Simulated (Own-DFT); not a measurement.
# Response to strain: C40 NbSi2, 36 atoms (Nb12Si24)

All numbers below are calculated, not measured. They come from Own-DFT, an in-house plane-wave density functional program, since retired, whose code no person has reviewed. Each row is one single-point run on a periodic cell that was not relaxed, without spin or spin-orbit coupling.

Settings of every run: PBE; PseudoDojo norm-conserving scalar-relativistic files; cutoff 42 hartree; 4 x 4 x 5 k mesh centred on Gamma; cold (Marzari-Vanderbilt) smearing of 0.2 eV.

Known limits: forces on such cells failed a check on a denser k mesh; stress not checked against mesh or cutoff.

Unstrained cell vectors in Å: (0.000, 8.324, 0.000); (-9.613, 0.000, 0.000); (0.000, 0.000, 6.586). The unstrained cell was taken from the Materials Project. The random moves and any unrelaxed bonds add to the pressure at no strain. Each run strains this cell uniformly, with the atoms carried along. Every atom was also moved at random, by a Gaussian of width 0.05 Å on each axis. Strain is the symmetric tensor, in per cent. Stress is positive in tension, and the pressure is minus a third of its trace.

```
run,e_xx (%),e_yy (%),e_zz (%),e_yz (%),e_xz (%),e_xy (%),s_xx (GPa),s_yy (GPa),s_zz (GPa),s_yz (GPa),s_xz (GPa),s_xy (GPa),P (GPa),E (meV/atom)
1,-0.77,-1.01,-1.31,1.73,-1.50,0.87,-6.82,-8.19,-12.06,6.19,-4.44,3.06,9.02,28.0
2,0.48,-1.84,0.30,-1.84,1.47,0.84,-2.24,-8.96,-3.57,-5.04,5.06,2.95,4.92,26.5
3,1.94,-1.80,1.82,-0.48,1.29,1.47,4.41,-6.65,3.81,-2.12,3.40,3.46,-0.52,23.4
4,1.17,-1.77,-1.97,1.65,-1.04,-0.14,-0.84,-10.54,-15.60,5.62,-3.96,-0.04,9.00,49.1
5,0.22,0.58,0.28,-1.94,1.26,1.85,-1.85,0.19,-2.04,-6.15,4.31,5.14,1.23,21.8
6,-1.23,-1.23,1.90,0.47,-1.08,-0.24,-6.13,-5.95,2.51,1.58,-3.38,-0.37,3.19,9.1
7,1.91,-0.35,0.96,-1.65,-0.61,-0.49,4.72,-1.00,1.92,-4.71,-1.91,-1.43,-1.88,0.0
8,-0.83,0.23,-1.92,-0.08,-0.58,-0.83,-6.80,-3.18,-13.43,-0.68,-1.96,-2.41,7.81,12.1
9,-1.87,-0.71,1.38,1.92,1.84,-0.43,-8.82,-5.46,-0.97,5.95,6.10,-1.16,5.09,30.2
10,-1.50,-0.82,1.52,-1.89,1.59,-1.58,-7.12,-5.80,1.03,-5.47,4.84,-5.14,3.96,21.2
11,0.29,-0.49,0.86,-1.46,0.98,-1.81,-0.90,-3.64,-0.53,-4.68,2.92,-5.13,1.69,15.1
12,1.05,0.99,-0.63,-0.83,1.76,1.42,1.98,1.01,-5.46,-2.66,5.97,4.00,0.82,14.5
13,-2.00,1.85,0.67,-1.82,0.79,-1.64,-8.69,2.98,-1.87,-4.53,2.09,-5.51,2.53,40.5
14,1.74,1.74,-0.25,0.48,-1.23,0.59,4.36,4.48,-2.43,1.93,-3.41,1.76,-2.13,15.6
15,1.81,-1.51,-0.98,-0.98,-1.01,-1.45,1.67,-7.77,-7.87,-3.29,-3.39,-4.32,4.66,22.4
16,1.61,-0.20,-0.52,-1.00,-0.91,-1.66,?,?,?,?,?,?,?,?
```

E is the free energy for each atom above the lowest run shown.

## Worked fit

Each stress component was fitted by least squares to a constant and the strains of the runs shown, as fractions, with shears doubled. Shear strains stay in the fit of a normal stress only where such slopes are resolved. The slopes, in GPa:

```
stress,at no strain,per e_xx,per e_yy,per e_zz,scatter
s_xx,-2.7,356 ± 8,60 ± 9,72 ± 9,0.42
s_yy,-2.6,70 ± 9,370 ± 10,85 ± 10,0.47
s_zz,-4.4,95 ± 13,92 ± 14,472 ± 14,0.65
```

Each shear stress against twice its own strain: yz 151 ± 7, xz 157 ± 6, xy 149 ± 5 GPa. These are stiffnesses along x, y and z of the frame in which the cell vectors are given, which need not be the crystal's axes. The atoms are held to the strained lattice; where symmetry lets them move under strain, relaxing them would lower some slopes. The table should be nearly symmetric about its diagonal, and what it lacks of that shows the noise. A ninth of its sum, 186 ± 7 GPa, estimates the bulk modulus near the mean pressure of these runs, 3.3 GPa, so it lies above the value at zero pressure.

## Withheld run

Question: what normal stresses and pressure should run 16 give?

The fit gives s_xx = 2.6, s_yy = -2.7, s_zz = -5.5 and P = 1.9 GPa. The calculation gave 2.44, -2.35, -4.77 and P = 1.56 GPa.
